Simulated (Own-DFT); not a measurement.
# One trend across several semiconductors

No measurement is shown. These are fixed-geometry runs of a retired plane-wave code named Own-DFT, which no person has reviewed; spin and spin-orbit coupling are neglected.

Known weak points (not all hold for every row): forces on such cells moved up to 12 meV/angstrom on a denser k mesh; forces not confirmed at this smearing and k mesh; k mesh not checked against a denser one; forces on such cells passed a denser k mesh, each cell not checked; stress not checked against mesh or cutoff.

All runs are PBE with PseudoDojo norm-conserving files; cutoff and k mesh are each material's own. Every cell starts from measured lattice constants and was given uniform random strains and small random moves of its atoms. Each triple is the change of volume in per cent, the rms move u in Å and the pressure in GPa.

- 3C SiC (C48Si48), 10.36 Å³/atom unstrained: (-2.73, 0.050, 12.62); (-1.22, 0.050, 8.71); (-0.22, 0.049, 6.38); (-0.08, 0.050, 5.50); (0.14, 0.051, 5.11); (0.30, 0.044, 4.40); (2.76, 0.051, -0.34)
- wurtzite AlN (Al36N36), 10.45 Å³/atom unstrained: (-2.04, 0.047, 9.78); (-1.89, 0.050, 9.85); (-0.85, 0.047, 7.57); (-0.56, 0.049, 6.82); (0.94, 0.049, 3.30); (1.51, 0.049, 2.73); (2.41, 0.047, 0.71)
- wurtzite GaN (Ga48N48), 11.42 Å³/atom unstrained: (-1.12, 0.047, 9.69); (-0.88, 0.049, 10.00); (-0.36, 0.050, 8.90); (-0.02, 0.049, 8.11); (0.16, 0.051, 7.15); (1.31, 0.047, 5.04); (2.10, 0.050, 3.62)
- diamond silicon (Si64), 20.02 Å³/atom unstrained: (-1.58, 0.052, 4.33); (-1.26, 0.054, 4.24); (0.01, 0.050, 2.50); (0.32, 0.048, 2.39); (0.37, 0.052, 2.22); (0.39, 0.051, 2.21); (1.67, 0.054, 1.22)
- zincblende GaAs (As32Ga32), 22.58 Å³/atom unstrained: withheld
- zincblende InP (In48P48), 25.27 Å³/atom unstrained: (-2.16, 0.052, 5.52); (-1.71, 0.050, 4.90); (-0.05, 0.048, 3.92); (0.51, 0.049, 3.30); (1.01, 0.049, 2.91); (1.27, 0.050, 2.76); (2.30, 0.051, 2.23)
- grey tin (Sn64), 34.15 Å³/atom unstrained: (-3.32, 0.053, 5.68); (-2.59, 0.050, 5.09); (-1.89, 0.051, 4.93); (-1.42, 0.048, 4.56); (-0.94, 0.051, 4.22); (-0.53, 0.050, 4.14); (1.52, 0.053, 2.89)

## Working it out

Fit a line to each set against the fractional change of volume; B is minus its slope, and u is nearly the same within a set. To take it to zero pressure, assume that B rises by 4 GPa for each GPa: B0 = B - 4 x (mean pressure). The bond length of an ideal tetrahedral crystal with the unstrained volume v is d = (√3/4)(8 v)^(1/3). Cohen's empirical rule reads B0 = (1971 - 220 L) d^(-3.5) GPa, with L = 0 for group IV crystals and SiC and 1 for III-V compounds.

```
material,L,d (Å),B (GPa),mean P (GPa),B0 (GPa),rule (GPa)
3C SiC (C48Si48),0,1.888,238 ± 11,6.1,214 ± 11,213
wurtzite AlN (Al36N36),1,1.893,210 ± 6,5.8,186 ± 6,188
wurtzite GaN (Ga48N48),1,1.950,205 ± 13,7.5,175 ± 13,169
diamond silicon (Si64),0,2.352,103 ± 7,2.7,92 ± 7,99
zincblende GaAs (As32Ga32),1,2.448,?,?,?,76
zincblende InP (In48P48),1,2.541,74 ± 4,3.6,59 ± 4,67
grey tin (Sn64),0,2.810,56 ± 2,4.5,38 ± 2,53
```

A line through ln[B0/(1971 - 220 L)] against ln d has a slope of -4.2 ± 0.2 and a scatter of 6 %. Against the rule, B0 stands at 100 % for 3C SiC, 99 % for wurtzite AlN, 103 % for wurtzite GaN, 93 % for diamond silicon, 88 % for zincblende InP, 72 % for grey tin. PBE tends to make silicon and heavier crystals too soft, and the rule itself is only a guide.

## Check

The question: what B0 does the fitted trend give for zincblende GaAs (As32Ga32)?

Estimate: 65 GPa. Its own runs give B = 75 ± 2 GPa at a mean pressure of 4.0 GPa, so B0 = 59 GPa.
